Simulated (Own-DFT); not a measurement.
# What a defect does to the pressure of its cell: zincblende GaAs

The numbers are computed, not measured, by runs of the plane-wave DFT program Own-DFT (in-house, retired, unreviewed) at fixed positions, with no spin and no spin-orbit coupling.

All runs used: PBE; PseudoDojo norm-conserving scalar-relativistic files; cutoff 42 hartree; 3 x 3 x 3 k mesh centred on Gamma; Fermi-Dirac smearing of 0.1 eV.

Keep in mind (not all hold for every row): not probed for a lower state with spin; forces not confirmed at this smearing and k mesh; stress not checked against mesh or cutoff.

All runs share one cell, with vectors in Å (10.862, 0.000, 0.000); (0.000, 10.862, 0.000); (0.000, 0.000, 11.796) and a volume of 1391.7 Å³, strained against the parent crystal. u is the rms random offset of the atoms per axis. The defect's site can differ from row to row.

| cell | formula | u (Å) | P (GPa) |
|---|---|---|---|
| no defect | As32Ga32 | 0.0302 | 6.67 |
| no defect | As32Ga32 | 0.0319 | 6.69 |
| no defect | As32Ga32 | 0.0481 | 6.99 |
| one Al on a Ga site | AlAs32Ga31 | 0.0281 | 6.69 |
| one Al on a Ga site | AlAs32Ga31 | 0.0485 | 6.95 |
| one Al on a Ga site | AlAs32Ga31 | 0.0500 | 7.00 |
| one In on a Ga site | As32Ga31In | 0.0280 | 7.40 |
| one In on a Ga site | As32Ga31In | 0.0285 | 7.44 |
| one In on a Ga site | As32Ga31In | 0.0286 | 7.37 |
| one P on an As site | As31Ga32P | 0.0302 | 6.38 |
| one P on an As site | As31Ga32P | 0.0306 | ? |
| one P on an As site | As31Ga32P | 0.0529 | 6.80 |
| one P on an As site | As31Ga32P | 0.0534 | 6.94 |
| one As vacancy and one Ga vacancy | As31Ga31 | 0.0287 | 5.93 |
| one As vacancy and one Ga vacancy | As31Ga31 | 0.0476 | 6.25 |
| one As vacancy and one Ga vacancy | As31Ga31 | 0.0488 | 6.41 |

## Working it out

P = P0 + c u² + a shift for each defect gives P0 = 6.45 GPa, c = 237 ± 21 GPa/Å² and a scatter of 0.06 GPa. The shifts, and each times the cell's volume:

- one In on a Ga site: 0.77 ± 0.05 GPa, 6.7 eV
- one Al on a Ga site: -0.01 ± 0.05 GPa, -0.1 eV (not resolved)
- one P on an As site: -0.26 ± 0.05 GPa, -2.3 eV
- one As vacancy and one Ga vacancy: -0.68 ± 0.05 GPa, -5.9 eV

Positive is outwards. The product with the volume (160.2 GPa Å³ to the eV) is nearly free of the cell's size; divided by the bulk modulus at the cell's pressure it gives the volume that the defect adds. The atoms around the defects weren't relaxed, which would change these numbers.

## Withheld run

Question: what pressure belongs in the blank (one P on an As site, u = 0.0306 Å)?

From the fit: 6.41 ± 0.07 GPa. Computed: 6.34 GPa.
